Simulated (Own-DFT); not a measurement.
## Calculated data, Hf36O71 (tetragonal hafnia with one neutral oxygen vacancy, atoms displaced)

A calculation, not a measurement: plane-wave PBE and HSE06 DFT by an unreviewed code, no spin, of a simulated cell at Gamma alone, so results move with cell size and shape, stress positive in tension, energies less offsets, not probed for a lower state with spin; hafnium file: forces about 75 meV/angstrom off all-electron values; oxygen file: force components 24 meV/angstrom off all-electron in a glass; k mesh not checked against a denser one; forces and stress are PBE's, HSE06 gives the energy alone, and its difference from PBE has offsets of its own; offsets are fitted by least squares, one for each functional and potential file, so energies compare only between cells with the same atoms and settings and are not formation energies; the far tail of each file's local potential was reset to the Coulomb form; each entry is a single point on an unrelaxed cell, so the pressure reflects the starting lattice, taken from the Materials Project, from which strain is counted, and rises with the displacements; printed positions are rounded, which can move forces by about a meV/angstrom; the program is a retired in-house code; no spin-orbit coupling. Program: Own-DFT development build.

Settings shared by all entries: first functional PBE; second functional HSE06; exact exchange share 0.25; screening 0.11 1/bohr; exchange divergence Gygi-Baldereschi; potential files PseudoDojo norm-conserving, scalar-relativistic, made for PBE, standard set; wave cutoff 48 hartree; occupations fixed; k mesh 1 x 1 x 1 centred on Gamma.

(1) Hf36O71 (tetragonal hafnia with one neutral oxygen vacancy, atoms displaced)

```
Hf36O71
1.0
     10.7800     0.0000     0.0000
      0.0000    10.7800     0.0000
      0.0000     0.0000    10.4493
Hf O Hf O Hf O Hf O Hf O Hf O Hf O Hf O Hf O Hf O Hf O Hf O Hf O Hf O Hf O Hf O Hf O Hf O
2 4 2 4 2 3 2 4 2 4 2 4 2 4 2 4 2 4 2 4 2 4 2 4 2 4 2 4 2 4 2 4 2 4 2 4
Direct
  0.00092 0.99481 0.99759
  0.16688 0.16946 0.25627
  0.00019 0.17059 0.15078
  0.16448 0.00203 0.34653
  0.00120 0.16833 0.40333
  0.16848 0.99780 0.09475
  0.00305 0.00355 0.50039
  0.16903 0.16801 0.75185
  0.00278 0.17102 0.65201
  0.16793 0.00413 0.84429
  0.00082 0.16621 0.90670
  0.16998 0.99902 0.59412
  0.99798 0.33366 0.00110
  0.16757 0.49353 0.24917
  0.00032 0.50145 0.15295
  0.16401 0.32784 0.35203
  0.16217 0.33240 0.09795
  0.00256 0.33669 0.50595
  0.16084 0.50149 0.74795
  0.99523 0.50251 0.65154
  0.16788 0.33525 0.84751
  0.00517 0.49571 0.91029
  0.16965 0.33788 0.59648
  0.00303 0.66811 0.00113
  0.16374 0.82808 0.25091
  0.99771 0.83144 0.15601
  0.16656 0.66763 0.35273
  0.99838 0.83049 0.40642
  0.16561 0.66500 0.10033
  0.00130 0.66723 0.49938
  0.16596 0.83125 0.74907
  0.00637 0.83173 0.65363
  0.17078 0.66878 0.84937
  0.99772 0.83339 0.90415
  0.16955 0.66550 0.59503
  0.33372 0.00005 0.99726
  0.49693 0.16571 0.24965
  0.33466 0.16251 0.14918
  0.50128 0.99851 0.34973
  0.33386 0.16595 0.40110
  0.49829 0.00083 0.09517
  0.33306 0.99879 0.49846
  0.50445 0.16224 0.74704
  0.33308 0.16830 0.65023
  0.50116 0.99846 0.85486
  0.33384 0.16800 0.90250
  0.50330 0.99655 0.59718
  0.33055 0.33285 0.00010
  0.49051 0.50301 0.24637
  0.32851 0.50499 0.15781
  0.50431 0.33073 0.34889
  0.33322 0.49945 0.40038
  0.49825 0.33308 0.09703
  0.33057 0.33400 0.50073
  0.49657 0.50109 0.75459
  0.33115 0.49675 0.65399
  0.49790 0.33344 0.84937
  0.33559 0.49517 0.89707
  0.49944 0.33248 0.60041
  0.33827 0.66529 0.99850
  0.50137 0.83079 0.24434
  0.33317 0.82988 0.15269
  0.50148 0.66407 0.34749
  0.33303 0.83275 0.40536
  0.50208 0.66453 0.09669
  0.32918 0.66050 0.49921
  0.49692 0.83305 0.75596
  0.32732 0.83385 0.65116
  0.49810 0.66524 0.84162
  0.33075 0.82281 0.90453
  0.49779 0.66904 0.60625
  0.67037 0.99958 0.99638
  0.83184 0.16855 0.24938
  0.66519 0.16607 0.15060
  0.83979 0.99908 0.35277
  0.66808 0.16648 0.40407
  0.83601 0.99665 0.10209
  0.66446 0.99931 0.49532
  0.83688 0.17008 0.75398
  0.66624 0.16636 0.65012
  0.83249 0.00042 0.84798
  0.66566 0.16731 0.90229
  0.82821 0.00084 0.59974
  0.66943 0.33270 0.99662
  0.82951 0.50431 0.24966
  0.66904 0.50027 0.14964
  0.83623 0.33210 0.34425
  0.66510 0.50303 0.40332
  0.83644 0.33565 0.09661
  0.67270 0.33240 0.50557
  0.83461 0.49391 0.74826
  0.66421 0.49749 0.65150
  0.83788 0.32898 0.84922
  0.66456 0.49929 0.89700
  0.83419 0.33050 0.59737
  0.66660 0.67058 0.00428
  0.83243 0.82955 0.24848
  0.66404 0.82917 0.15577
  0.83497 0.66392 0.34489
  0.66773 0.82883 0.40552
  0.83613 0.66744 0.09633
  0.66447 0.65934 0.50331
  0.83390 0.83084 0.74719
  0.66418 0.83154 0.65238
  0.83162 0.66582 0.84522
  0.66322 0.83612 0.90531
  0.83182 0.66356 0.59790
```

- PBE energy of cell above offsets: -100.395 eV
- HSE06 less PBE above offsets: -0.119 eV
- PBE pressure: 1 GPa
- PBE stress xx: -0.57 GPa
- PBE stress yy: -0.78 GPa
- PBE stress zz: -1.64 GPa
- PBE stress yz: 0.06 GPa
- PBE stress xz: -0.22 GPa
- PBE stress xy: -0.07 GPa

Force:
```tsv
element	x (eV/Å)	y (eV/Å)	z (eV/Å)
Hf	0.165	1.415	1.047
Hf	-0.514	-1.345	-1.463
O	0.002	-0.311	0.766
O	-0.046	-0.724	-0.04
O	0.084	0.279	0.424
O	-0.457	-0.33	-0.212
Hf	-1.075	-0.278	-0.302
Hf	0.367	0.136	-0.139
O	-0.116	-0.174	0.387
O	0.05	-1.141	0.174
O	-0.144	-0.32	-0.71
O	-0.655	0.355	0.265
Hf	0.364	-1.115	0.741
Hf	-1.707	0.753	0.559
O	-0.059	0.061	1.095
O	0.01	1.597	0.133
O	1.232	0.411	0.549
Hf	-0.008	-0.359	-1.551
Hf	1.326	-0.15	0.603
O	0.768	-0.394	-0.167
O	-0.152	-0.149	-0.323
O	-0.26	1.473	-1.328
O	-1.035	0.096	0.478
Hf	0.036	-0.617	0.2
Hf	0.646	0.86	0.084
O	0.569	-0.146	-0.447
O	-0.353	-1.028	-0.509
O	0.23	0.441	-0.227
O	0.416	0.27	-0.256
Hf	-0.286	-0.455	-0.223
Hf	0.831	0.657	0.111
O	-1.341	-0.067	-0.046
O	-0.751	-0.914	-0.264
O	0.169	-0.437	-0.41
O	-1.098	-0.405	0.785
Hf	-0.15	0.164	0.536
Hf	0.496	0.239	0.128
O	-0.704	0.359	0.38
O	0.044	-0.173	-0.667
O	-0.12	0.278	-0.094
O	0.622	-0.511	0.229
Hf	0.54	-0.336	0.138
Hf	-0.746	1.069	0.122
O	0.133	-0.184	0.307
O	-0.388	0.177	-0.798
O	-0.238	-0.216	-0.094
O	-0.961	0.363	0.552
Hf	0.587	-0.68	-0.527
Hf	2.26	-1.352	1.14
O	0.443	-0.249	-1.323
O	-0.523	0.727	-0.569
O	-0.031	-0.575	-0.276
O	-0.021	0.409	-0.085
Hf	1.835	-0.524	0.316
Hf	0.213	-1.225	-0.946
O	-0.29	0.31	-0.375
O	0.368	-0.741	-0.247
O	-0.117	0.98	1.077
O	0.086	-0.06	-0.516
Hf	-1.316	-0.627	0.12
Hf	-1.027	0.614	1.791
O	0.033	-0.237	0.032
O	-0.384	0.333	-0.319
O	-0.118	-0.399	-0.298
O	-0.384	-0.091	0.128
Hf	1.335	1.313	0.371
Hf	0.24	-0.068	-1.864
O	0.905	0.188	0.688
O	0.069	0.564	1.836
O	0.441	1.997	-0.359
O	-0.285	-0.432	-1.211
Hf	-0.303	0.943	0.961
Hf	0.461	-0.814	0.096
O	0.329	0.03	0.095
O	-0.376	-0.041	-0.888
O	0.264	0.176	-0.251
O	-0.495	-0.144	-0.617
Hf	0.683	-0.586	0.36
Hf	-0.241	-1.939	-1.045
O	0.597	0.407	0.575
O	-0.015	-0.154	0.167
O	0.247	-0.208	-0.425
O	1.272	-0.158	-0.056
Hf	-1.051	0.555	0.811
Hf	0.331	-1.264	-0.167
O	-0.926	0.237	0.04
O	0.104	1.049	0.6
O	0.478	-1.226	-0.24
O	-1.023	-0.16	-0.124
Hf	-2.197	0.101	-1.178
Hf	-1.765	1.426	0.452
O	0.805	-0.154	0.141
O	-0.262	1.139	0.072
O	0.349	0.212	0.738
O	0.674	0.303	0.835
Hf	0.987	-1.176	-0.995
Hf	0.058	1.184	1.228
O	0.764	-0.097	-0.887
O	0.556	0.23	0.458
O	0.137	0.04	-0.46
O	-0.557	0.201	-0.028
Hf	-0.621	1.291	0.497
Hf	-0.601	0.399	-0.668
O	0.361	-0.06	1.04
O	0.233	-0.39	0.068
O	0.148	-0.94	-0.12
O	0.545	0.236	-0.195
```

(2) Hf36O71 (tetragonal hafnia with one neutral oxygen vacancy, atoms displaced)

```
Hf36O71
1.0
     10.7800     0.0000     0.0000
      0.0000    10.7800     0.0000
      0.0000     0.0000    10.4493
Hf O Hf O Hf O Hf O Hf O Hf O Hf O Hf O Hf O Hf O Hf O Hf O Hf O Hf O Hf O Hf O Hf O Hf O
2 4 2 4 2 4 2 4 2 4 2 4 2 4 2 4 2 4 2 4 2 4 2 4 2 3 2 4 2 4 2 4 2 4 2 4
Direct
  0.00208 0.00090 0.99753
  0.16800 0.16625 0.25300
  0.99953 0.16984 0.15227
  0.16583 0.99522 0.34916
  0.99656 0.17002 0.40308
  0.16456 0.99882 0.09676
  0.00744 0.99819 0.49872
  0.16524 0.16319 0.74962
  0.00126 0.16856 0.65182
  0.16438 0.99878 0.84721
  0.99993 0.16384 0.90077
  0.16647 0.99769 0.59818
  0.99287 0.33165 0.00130
  0.17224 0.49752 0.24568
  0.99709 0.50018 0.15351
  0.16756 0.33734 0.34914
  0.99389 0.49734 0.40345
  0.16391 0.33611 0.09706
  0.00324 0.33542 0.50225
  0.16494 0.50160 0.75130
  0.99965 0.50109 0.65677
  0.16802 0.33254 0.85139
  0.99824 0.49840 0.90307
  0.16704 0.33347 0.59741
  0.00257 0.66887 0.00086
  0.16487 0.83234 0.24968
  0.99872 0.83523 0.15054
  0.17044 0.67417 0.34638
  0.00518 0.83098 0.40070
  0.16571 0.66350 0.09483
  0.00279 0.66442 0.50082
  0.16973 0.83127 0.74904
  0.00238 0.83521 0.64888
  0.16841 0.66937 0.84680
  0.00295 0.83708 0.90337
  0.16988 0.66587 0.59533
  0.33135 0.99471 0.00333
  0.49783 0.16770 0.24969
  0.33348 0.16537 0.15151
  0.50164 0.99858 0.34854
  0.33293 0.16707 0.40474
  0.50135 0.99560 0.09632
  0.33553 0.99214 0.50388
  0.49936 0.17031 0.75109
  0.33498 0.16739 0.65061
  0.49774 0.00249 0.84502
  0.33557 0.16336 0.90447
  0.49878 0.00083 0.59683
  0.32990 0.32942 0.00175
  0.49974 0.49620 0.25011
  0.33287 0.49860 0.15087
  0.50310 0.33421 0.35030
  0.32960 0.49800 0.40038
  0.49806 0.33663 0.09303
  0.33596 0.33238 0.49929
  0.50598 0.49555 0.75235
  0.32819 0.50221 0.65864
  0.49780 0.33454 0.84565
  0.33608 0.50234 0.90340
  0.50205 0.33350 0.59828
  0.33363 0.66644 0.99627
  0.49931 0.82964 0.25641
  0.33631 0.82921 0.15419
  0.50604 0.66691 0.34716
  0.33930 0.83165 0.40204
  0.50155 0.66316 0.09662
  0.32934 0.66594 0.50056
  0.50126 0.83774 0.75125
  0.33143 0.83453 0.65102
  0.50047 0.66743 0.85040
  0.33403 0.83422 0.90500
  0.50560 0.66794 0.59296
  0.66557 0.00077 0.00198
  0.83054 0.16557 0.24884
  0.66563 0.16928 0.15579
  0.83219 0.00131 0.34745
  0.83131 0.99956 0.09939
  0.66593 0.00133 0.50024
  0.83468 0.16482 0.75260
  0.66800 0.16746 0.65456
  0.83470 0.00369 0.85032
  0.66508 0.16594 0.90259
  0.82905 0.00116 0.59647
  0.66532 0.33991 0.99900
  0.83806 0.49917 0.24989
  0.66991 0.50273 0.14816
  0.83494 0.33045 0.34933
  0.66353 0.49797 0.40490
  0.83422 0.33083 0.09731
  0.66820 0.33667 0.49929
  0.83340 0.50129 0.75111
  0.66433 0.50183 0.65750
  0.82894 0.33034 0.84521
  0.66628 0.49924 0.90299
  0.83213 0.33861 0.59449
  0.66891 0.66457 0.00094
  0.83268 0.83305 0.24632
  0.66635 0.83662 0.15019
  0.83521 0.66622 0.34441
  0.66840 0.83030 0.40876
  0.83674 0.66939 0.09220
  0.66249 0.66773 0.50431
  0.83062 0.82942 0.75296
  0.66491 0.83844 0.65446
  0.83720 0.66638 0.84438
  0.66715 0.82806 0.90028
  0.83378 0.66450 0.59643
```

- PBE energy of cell above offsets: -101.218 eV
- HSE06 less PBE above offsets: -0.163 eV
- PBE pressure: 1.25 GPa
- PBE stress xx: -1.11 GPa
- PBE stress yy: -0.55 GPa
- PBE stress zz: -2.09 GPa
- PBE stress yz: 0.63 GPa
- PBE stress xz: 0.31 GPa
- PBE stress xy: -0.05 GPa

Force:
```tsv
element	x (eV/Å)	y (eV/Å)	z (eV/Å)
Hf	-0.918	-0.04	0.448
Hf	-0.761	0.226	0.08
O	0.59	-0.216	0.097
O	0.111	0.887	-0.059
O	0.917	-0.71	0.076
O	0.545	0.057	0.405
Hf	-1.865	0.194	-0.051
Hf	0.441	0.914	0.098
O	-0.077	-0.153	0.145
O	0.313	-0.105	-0.044
O	0.073	0.825	0.033
O	0.666	0.295	0.178
Hf	1.221	-0.148	-0.429
Hf	-0.834	0.407	0.272
O	0.884	0.007	-0.15
O	0.001	-0.769	-0.393
O	0.532	0.823	0.081
O	0.124	0.005	0.47
Hf	-0.858	-0.771	-0.176
Hf	0.394	-1.022	0.682
O	0.266	0.171	-0.486
O	0.109	-0.127	-0.613
O	-0.061	0.287	0.221
O	0.403	0.112	0.1
Hf	-0.257	-0.13	-0.454
Hf	-0.179	0.342	-0.583
O	0.413	-0.24	0.105
O	0.067	-1.921	0.256
O	-0.277	0.149	0.167
O	0.276	0.107	0.32
Hf	-1.083	0.447	-0.435
Hf	-1.136	0.722	0.156
O	-0.282	-0.332	0.571
O	-0.173	-0.352	0.024
O	-0.249	-0.865	-0.275
O	-0.798	0.053	0.429
Hf	0.641	0.753	-0.141
Hf	0.694	-0.606	0.583
O	-0.519	0.223	0.231
O	0.152	0.588	-0.149
O	-0.178	-0.465	-0.427
O	-0.599	0.461	0.09
Hf	0.105	1.217	-0.404
Hf	0.303	-0.519	-0.381
O	-0.511	-0.006	0.424
O	0.218	-0.53	0.169
O	-0.162	0.09	0.081
O	0.122	-0.262	0.2
Hf	-0.432	0.521	-0.991
Hf	0.718	1.076	-0.347
O	0.362	-0.031	0.264
O	-0.211	-0.531	-0.491
O	0.368	0.654	0.104
O	0.271	-0.045	0.688
Hf	-0.384	-0.311	0.738
Hf	-1.826	1.229	-0.013
O	1.369	0.073	-0.726
O	0.242	-0.258	0.589
O	-0.322	-0.712	0.341
O	-0.355	0.331	0.031
Hf	0.864	-0.306	0.459
Hf	0.57	0.407	-1.013
O	-0.655	0.245	0.011
O	-0.4	-1.059	-0.026
O	-0.03	-0.092	0.24
O	-0.171	-0.009	0.073
Hf	1.23	-0.46	-0.297
Hf	0.242	-0.578	0.271
O	0.663	-0.133	-0.052
O	-0.079	0.017	-0.738
O	-0.155	-0.143	-0.604
O	-2.328	0.046	0.893
Hf	0.305	-0.365	-0.311
Hf	0.602	-0.023	0.645
O	-0.645	-0.069	0.194
O	-0.335	-0.346	-0.116
O	0.372	0.194	-0.333
Hf	0.51	0.514	-0.232
Hf	-0.374	-0.344	-0.915
O	-0.335	0.007	-0.298
O	-0.178	-1.19	-0.147
O	-0.178	0.5	0.53
O	1.158	-0.062	-0.047
Hf	0.301	-1.488	0.309
Hf	-0.65	-0.083	0.802
O	-0.181	-0.454	0.516
O	-0.796	0.33	-0.557
O	0.097	0.68	-0.249
O	-1.013	0.242	-0.008
Hf	0.341	-1.3	-0.074
Hf	0.188	-0.635	-0.52
O	0.874	0.012	-0.351
O	0.253	0.731	0.477
O	0.101	0.427	-0.559
O	0.421	0.152	0.387
Hf	-0.887	0.511	0.353
Hf	-0.278	0.232	0.522
O	-0.029	-0.487	0.503
O	0.11	0.015	-0.239
O	-0.078	0.641	-0.539
O	-0.306	0.042	0.296
Hf	1.42	-0.416	-1.186
Hf	0.347	1.359	-0.779
O	0.272	-0.397	0.214
O	-0.087	-0.148	0.447
O	0.222	1.015	0.074
O	0.096	0.193	0.247
```
